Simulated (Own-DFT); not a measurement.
# Response to strain: wurtzite AlN, 72 atoms (Al36N36)

These are calculations, not measurements. The program, named Own-DFT, is a retired in-house plane-wave density functional code that no person has reviewed. Each row is one single-point run on a periodic cell that was not relaxed, without spin or spin-orbit coupling.

Settings of every run: PBE; PseudoDojo norm-conserving scalar-relativistic files; cutoff 42 hartree; 3 x 3 x 2 k mesh centred on Gamma; Fermi-Dirac smearing of 0.1 eV.

Known limits: forces on such cells moved up to 12 meV/angstrom on a denser k mesh; stress not checked against mesh or cutoff.

Unstrained cell vectors in Å: (9.336, 0.000, 0.000); (-4.668, 8.085, 0.000); (0.000, 0.000, 9.964). The unstrained cell has measured lattice constants (interpolated for alloys), not those of this functional. That, the random moves and any unrelaxed bonds set the pressure at no strain. Each run strains this cell uniformly, with the atoms carried along. Every atom was also moved at random, by a Gaussian of width 0.05 Å on each axis. Strain is the symmetric tensor, in per cent. Stress is positive in tension, and the pressure is minus a third of its trace.

```
run  e_xx (%)  e_yy (%)  e_zz (%)  e_yz (%)  e_xz (%)  e_xy (%)  s_xx (GPa)  s_yy (GPa)  s_zz (GPa)  s_yz (GPa)  s_xz (GPa)  s_xy (GPa)  P (GPa)  E (meV/atom)
  1      1.12     -0.45      1.59      0.40      1.01     -1.65        0.73       -6.39        2.09        0.65        1.68       -6.07     1.19           0.0
  2     -1.15      1.35      1.35     -0.71      1.29     -1.32       -8.84        0.19       -0.01       -2.32        2.73       -3.37     2.89          12.6
  3     -0.45     -0.02     -1.25      1.87     -1.49     -0.96       -8.55       -6.65      -14.39        5.60       -3.33       -3.69     9.86          33.0
  4     -1.20     -1.23     -1.88     -1.28      0.69     -1.81      -14.86      -15.38      -16.30       -3.59        1.04       -7.49    15.51          39.7
  5     -1.51      1.73      1.22     -1.64      1.33      0.80       -9.33        0.97        0.26       -4.82        3.42        2.54     2.70           4.2
  6     -1.77     -0.09      0.95     -0.67      1.10     -1.11      -14.62       -9.16       -0.67       -1.18        3.11       -6.98     8.15          21.7
  7     -1.53      1.79      1.26      1.75      1.67     -1.03      -10.76        2.34       -0.02        3.74        3.98       -4.50     2.82          15.9
  8      0.56     -1.78     -0.01     -0.19     -0.12     -1.44       -4.81      -13.61       -7.57       -1.11       -1.54       -4.91     8.66          21.8
  9     -1.92     -0.91      0.38     -0.81     -0.50     -1.91      -15.83      -12.46       -5.79       -1.47        0.07       -7.70    11.36          29.4
 10     -1.91      1.99     -0.43     -0.05      0.49      1.83      -12.46       -0.81       -6.97        0.44        1.87        7.06     6.74          22.5
 11     -1.70     -0.05     -1.40     -0.22      1.51      0.87      -15.00       -8.63      -15.71        1.36        4.13        1.79    13.11          39.0
 12      0.24     -1.59     -0.03      0.23      0.55     -0.79       -5.95      -14.32       -5.93        0.04        1.41       -2.02     8.74          24.5
 13     -1.69     -0.90      0.78      1.82     -1.93     -0.47      -14.97      -11.03       -4.72        5.20       -4.06       -3.68    10.24          34.3
 14     -0.97     -1.41     -1.27      1.16      1.47      0.73      -13.74      -16.09      -13.98        4.72        4.22        3.64    14.60          53.7
 15     -1.27     -0.39     -0.17      0.18     -0.79      1.19      -13.26      -11.21       -5.17       -0.05       -1.64        3.80     9.88          18.7
 16     -1.14      0.07      2.00      0.11     -1.29      1.43      -10.18       -5.01        2.00       -0.31       -2.34        4.38     4.40          15.3
 17     -1.04     -1.83     -0.83      0.82     -1.83     -1.52      -15.06      -15.85      -11.60        2.60       -6.14       -4.97    14.17          30.7
 18      1.33     -0.88      1.23     -1.07     -0.07     -0.40           ?           ?           ?           ?           ?           ?        ?             ?
```

E is the free energy for each atom above the lowest run shown.

## Worked fit

Each stress component was fitted by least squares to a constant and the strains of the runs shown, as fractions, with shears doubled. Shear strains stay in the fit of a normal stress only where such slopes are resolved. The slopes, in GPa:

| stress | at no strain | per e_xx | per e_yy | per e_zz | scatter |
|---|---|---|---|---|---|
| s_xx | -5.4 | 530 ± 17 | 151 ± 13 | 62 ± 13 | 0.53 |
| s_yy | -6.4 | 112 ± 33 | 468 ± 25 | 85 ± 25 | 1.01 |
| s_zz | -6.3 | 35 ± 43 | 48 ± 33 | 501 ± 32 | 1.33 |

Each shear stress against twice its own strain: yz 142 ± 9, xz 126 ± 9, xy 186 ± 13 GPa. These are stiffnesses along x, y and z of the frame in which the cell vectors are given, which need not be the crystal's axes. The atoms are held to the strained lattice; where symmetry lets them move under strain, relaxing them would lower some slopes. The table should be nearly symmetric about its diagonal, and what it lacks of that shows the noise. A ninth of its sum, 221 ± 3 GPa, estimates the bulk modulus near the mean pressure of these runs, 8.5 GPa, so it lies above the value at zero pressure.

## Withheld run

Question: what normal stresses and pressure should run 18 give?

The fit gives s_xx = 1.1, s_yy = -7.9, s_zz = -0.1 and P = 2.3 GPa. The calculation gave 0.81, -8.80, -0.03 and P = 2.67 GPa.
